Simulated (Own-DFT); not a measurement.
# Strain and stress in diamond-structure SiGeSn with randomly placed atoms, 64 atoms (Ge48Si8Sn8)

Calculated results; nothing here was measured. The program, named Own-DFT, is a retired in-house plane-wave density functional code that no person has reviewed. Each row is one single-point run on a periodic cell that was not relaxed, without spin or spin-orbit coupling.

Settings of every run: PBE; PseudoDojo norm-conserving scalar-relativistic files; cutoff 49 hartree; 3 x 3 x 3 k mesh centred on Gamma; Fermi-Dirac smearing of 0.1 eV.

Known limits: forces on such cells moved up to 12 meV/angstrom on a denser k mesh; stress not checked against mesh or cutoff.

Unstrained cell vectors in Å: (11.467, 0.000, 0.000); (0.000, 11.467, 0.000); (0.000, 0.000, 11.467). The unstrained cell has measured lattice constants (interpolated for alloys), not those of this functional. That, the random moves and any unrelaxed bonds set the pressure at no strain. Each run strains this cell uniformly, with the atoms carried along. Every atom was also moved at random, by a Gaussian of width 0.05 Å on each axis. The random placing of the alloy's atoms differs from row to row. Strain is the symmetric tensor, in per cent. Stress is positive in tension, and the pressure is minus a third of its trace.

| run | e_xx (%) | e_yy (%) | e_zz (%) | s_xx (GPa) | s_yy (GPa) | s_zz (GPa) | P (GPa) | E (meV/atom) |
|---|---|---|---|---|---|---|---|---|
| 1 | -1.25 | -1.25 | 0.00 | -7.26 | -7.49 | -6.45 | 7.06 | 57.6 |
| 2 | -1.75 | -1.75 | 0.00 | -8.22 | -8.14 | -7.20 | 7.85 | 60.6 |
| 3 | 2.25 | 2.25 | 0.00 | -1.49 | -1.56 | -2.72 | 1.92 | 18.1 |
| 4 | -2.75 | -2.75 | 0.00 | -10.02 | -10.17 | -8.35 | 9.51 | 73.1 |
| 5 | 3.00 | 3.00 | 0.00 | -0.35 | -0.18 | -1.90 | 0.81 | 0.0 |
| 6 | 2.75 | 2.75 | 0.00 | -0.79 | -0.70 | -2.33 | 1.27 | 13.6 |
| 7 | 0.50 | 0.50 | 0.00 | -4.27 | -4.29 | -4.79 | 4.45 | 40.7 |
| 8 | -3.00 | -3.00 | 0.00 | -11.22 | -10.98 | -9.48 | 10.56 | 113.8 |
| 9 | 1.25 | 1.25 | 0.00 | ? | ? | ? | ? | ? |

E is the free energy for each atom above the lowest run shown.

## Worked fit

The change of volume is close to e_xx + e_yy + e_zz. A straight line through the runs shown gives P = 5.42 - 77 x (fractional change of volume) GPa, with an error of 2 on the slope and a scatter of 0.30 GPa. The strain isn't the same on all axes, but the crystal is cubic, so the slope still estimates the bulk modulus, averaged over pressures from 0.8 to 10.6 GPa.

## Withheld run

Question: what pressure should run 9 give? Its volume changes by 2.52 %.

The line gives 3.5 GPa. The calculation gave 3.23 GPa.
